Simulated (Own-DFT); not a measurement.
# One host, several defects: C40 NbSi2

No measurement is shown. These are fixed-geometry runs of a retired plane-wave code named Own-DFT, which no person has reviewed; spin and spin-orbit coupling are neglected.

Settings: PBE; PseudoDojo norm-conserving scalar-relativistic files; cutoff 42 hartree; 4 x 4 x 5 k mesh centred on Gamma; cold (Marzari-Vanderbilt) smearing of 0.2 eV.

Known weak points: forces on such cells failed a check on a denser k mesh; stress not checked against mesh or cutoff.

All runs share one cell, with vectors in Å (0.000, 8.324, 0.000); (-9.613, 0.000, 0.000); (0.000, 0.000, 6.586) and a volume of 527.0 Å³. The atoms are randomly displaced, by u rms on each axis. The defect's site can differ from row to row.

| cell | formula | u (Å) | P (GPa) |
|---|---|---|---|
| no defect | Nb12Si24 | 0.0193 | 1.50 |
| no defect | Nb12Si24 | 0.0210 | 1.52 |
| no defect | Nb12Si24 | 0.0486 | 2.58 |
| two Nb on a Si site each | Nb14Si22 | 0.0308 | 7.47 |
| two Nb on a Si site each | Nb14Si22 | 0.0481 | 8.16 |
| two Nb on a Si site each | Nb14Si22 | 0.0507 | 8.46 |
| one Si vacancy | Nb12Si23 | 0.0280 | 0.98 |
| one Si vacancy | Nb12Si23 | 0.0473 | 1.63 |
| one Si vacancy | Nb12Si23 | 0.0478 | 1.53 |
| two Si on a Nb site each | Nb10Si26 | 0.0295 | 1.68 |
| two Si on a Nb site each | Nb10Si26 | 0.0492 | 2.71 |
| two Si on a Nb site each | Nb10Si26 | 0.0495 | 2.37 |
| two Nb vacancies | Nb10Si24 | 0.0293 | -0.32 |
| two Nb vacancies | Nb10Si24 | 0.0316 | 0.00 |
| two Nb vacancies | Nb10Si24 | 0.0482 | ? |
| two Nb vacancies | Nb10Si24 | 0.0490 | 0.84 |

## Analysis

P = P0 + c u² + a shift for each defect gives P0 = 1.28 GPa, c = 553 ± 46 GPa/Å² and a scatter of 0.14 GPa. The shifts, and each times the cell's volume:

- two Nb on a Si site each: 5.67 ± 0.12 GPa, 18.7 eV (9.3 eV for each of its 2 sites)
- two Si on a Nb site each: -0.09 ± 0.12 GPa, -0.3 eV (-0.1 eV for each of its 2 sites) (not resolved)
- one Si vacancy: -0.88 ± 0.12 GPa, -2.9 eV
- two Nb vacancies: -1.89 ± 0.11 GPa, -6.2 eV (-3.1 eV for each of its 2 sites)

A positive shift means that the defect pushes the cell outwards. Shift times volume (160.2 GPa Å³ is 1 eV) depends little on the cell's size, so, taken for each site, it can be compared between cells at like pressure. The atoms around the defects weren't relaxed, which would change these numbers.

## Check

The question: what pressure belongs in the blank (two Nb vacancies, u = 0.0482 Å)?

From the fit: 0.68 ± 0.16 GPa. The hidden result is 1.44 GPa. This run lies off the fit, by chance or by something that the fit leaves out.
